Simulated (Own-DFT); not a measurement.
# Response to strain: wurtzite GaN, 72 atoms (Ga36N36)

These are calculations, not measurements. The program, named Own-DFT, is a retired in-house plane-wave density functional code that no person has reviewed. Each row is one single-point run on a periodic cell that was not relaxed, without spin or spin-orbit coupling.

Settings of every run: PBE; PseudoDojo norm-conserving scalar-relativistic files (stringent for Ga); cutoff 96 hartree; 4 x 4 x 3 k mesh centred on Gamma; Gaussian smearing of 0.01 eV.

Known limits: forces not confirmed at this smearing and k mesh; stress not checked against mesh or cutoff.

Unstrained cell vectors in Å: (9.567, 0.000, 0.000); (-4.784, 8.285, 0.000); (0.000, 0.000, 10.370). The unstrained cell has measured lattice constants (interpolated for alloys), not those of this functional. That, the random moves and any unrelaxed bonds set the pressure at no strain. Each run strains this cell uniformly, with the atoms carried along. Every atom was also moved at random, by a Gaussian of width 0.05 Å on each axis. Strain is the symmetric tensor, in per cent. Stress is positive in tension, and the pressure is minus a third of its trace.

| run | e_xx (%) | e_yy (%) | e_zz (%) | e_yz (%) | e_xz (%) | e_xy (%) | s_xx (GPa) | s_yy (GPa) | s_zz (GPa) | s_yz (GPa) | s_xz (GPa) | s_xy (GPa) | P (GPa) | E (meV/atom) |
|---|---|---|---|---|---|---|---|---|---|---|---|---|---|---|
| 1 | -1.48 | -0.92 | -0.15 | 0.90 | 0.20 | -0.49 | -14.47 | -14.86 | -8.83 | 1.43 | 0.23 | -2.63 | 12.72 | 28.3 |
| 2 | -1.93 | 1.32 | -0.56 | 0.58 | 0.67 | 1.76 | -12.62 | -4.08 | -12.29 | 1.56 | 1.17 | 4.87 | 9.66 | 17.9 |
| 3 | 1.42 | 0.30 | 0.53 | -0.57 | 1.50 | -1.46 | 0.90 | -5.13 | -6.20 | -1.11 | 2.15 | -4.58 | 3.48 | 16.3 |
| 4 | 1.37 | -1.48 | 0.87 | 0.93 | 0.28 | 1.65 | -2.14 | -10.32 | -4.29 | 1.68 | 0.60 | 5.36 | 5.58 | 0.6 |
| 5 | 0.89 | 0.35 | -0.30 | 1.37 | -1.59 | -1.63 | -3.01 | -5.79 | -6.90 | 3.91 | -3.65 | -4.23 | 5.24 | 0.0 |
| 6 | -1.67 | -0.33 | -0.61 | 1.16 | 1.77 | -1.38 | -15.66 | -12.50 | -11.61 | 3.34 | 5.01 | -5.49 | 13.26 | 40.6 |
| 7 | 0.35 | -1.28 | 1.11 | 1.06 | 1.54 | 1.15 | -5.04 | -10.13 | -4.61 | 1.94 | 3.05 | 2.90 | 6.60 | 6.0 |
| 8 | 1.07 | 1.57 | 0.23 | -1.44 | 1.18 | -0.59 | -1.73 | -0.65 | -3.87 | -3.89 | 2.09 | -1.05 | 2.08 | 5.5 |
| 9 | -1.41 | 1.51 | -1.61 | -1.18 | 1.85 | -1.74 | -11.68 | -4.61 | -16.04 | -3.38 | 3.41 | -4.88 | 10.78 | 29.2 |
| 10 | -0.20 | -1.53 | -0.08 | -0.58 | 0.50 | 0.81 | -9.10 | -12.61 | -10.13 | -1.80 | 1.93 | 1.56 | 10.62 | 9.7 |
| 11 | -0.71 | -1.29 | -0.90 | 0.77 | 0.90 | -0.01 | -11.43 | -16.03 | -12.84 | 0.77 | 1.97 | -0.93 | 13.43 | 33.6 |
| 12 | -1.80 | -0.54 | -1.76 | 0.26 | 0.68 | 0.88 | -18.21 | -13.01 | -16.63 | 1.04 | 0.62 | 4.48 | 15.95 | 28.2 |
| 13 | 0.55 | 0.71 | 0.98 | -1.74 | -0.54 | -1.83 | -3.94 | -3.17 | -2.91 | -3.32 | -1.04 | -3.88 | 3.34 | 16.1 |
| 14 | 1.42 | 0.46 | -1.12 | -1.06 | 1.10 | 0.34 | -0.56 | -4.42 | -14.10 | -1.48 | 1.90 | 2.03 | 6.36 | 22.6 |
| 15 | -0.84 | 1.70 | -1.54 | 0.97 | -0.58 | -1.35 | ? | ? | ? | ? | ? | ? | ? | ? |

E is the free energy for each atom above the lowest run shown.

## Worked fit

Each stress component was fitted by least squares to a constant and the strains of the runs shown, as fractions, with shears doubled. Shear strains stay in the fit of a normal stress only where such slopes are resolved. The slopes, in GPa:

| stress | at no strain | per e_xx | per e_yy | per e_zz | scatter |
|---|---|---|---|---|---|
| s_xx | -6.8 | 428 ± 28 | 111 ± 28 | 81 ± 41 | 1.07 |
| s_yy | -7.6 | 126 ± 31 | 395 ± 30 | 94 ± 45 | 1.17 |
| s_zz | -8.1 | 41 ± 36 | 54 ± 35 | 462 ± 53 | 1.36 |

Each shear stress against twice its own strain: yz 120 ± 13, xz 105 ± 11, xy 159 ± 11 GPa. These are stiffnesses along x, y and z of the frame in which the cell vectors are given, which need not be the crystal's axes. The atoms are held to the strained lattice; where symmetry lets them move under strain, relaxing them would lower some slopes. The table should be nearly symmetric about its diagonal, and what it lacks of that shows the noise. A ninth of its sum, 199 ± 5 GPa, estimates the bulk modulus near the mean pressure of these runs, 8.5 GPa, so it lies above the value at zero pressure.

## Withheld run

Question: what normal stresses and pressure should run 15 give?

The fit gives s_xx = -9.8, s_yy = -3.4, s_zz = -14.7 and P = 9.3 GPa. The calculation gave -10.60, -2.03, -14.32 and P = 8.99 GPa.
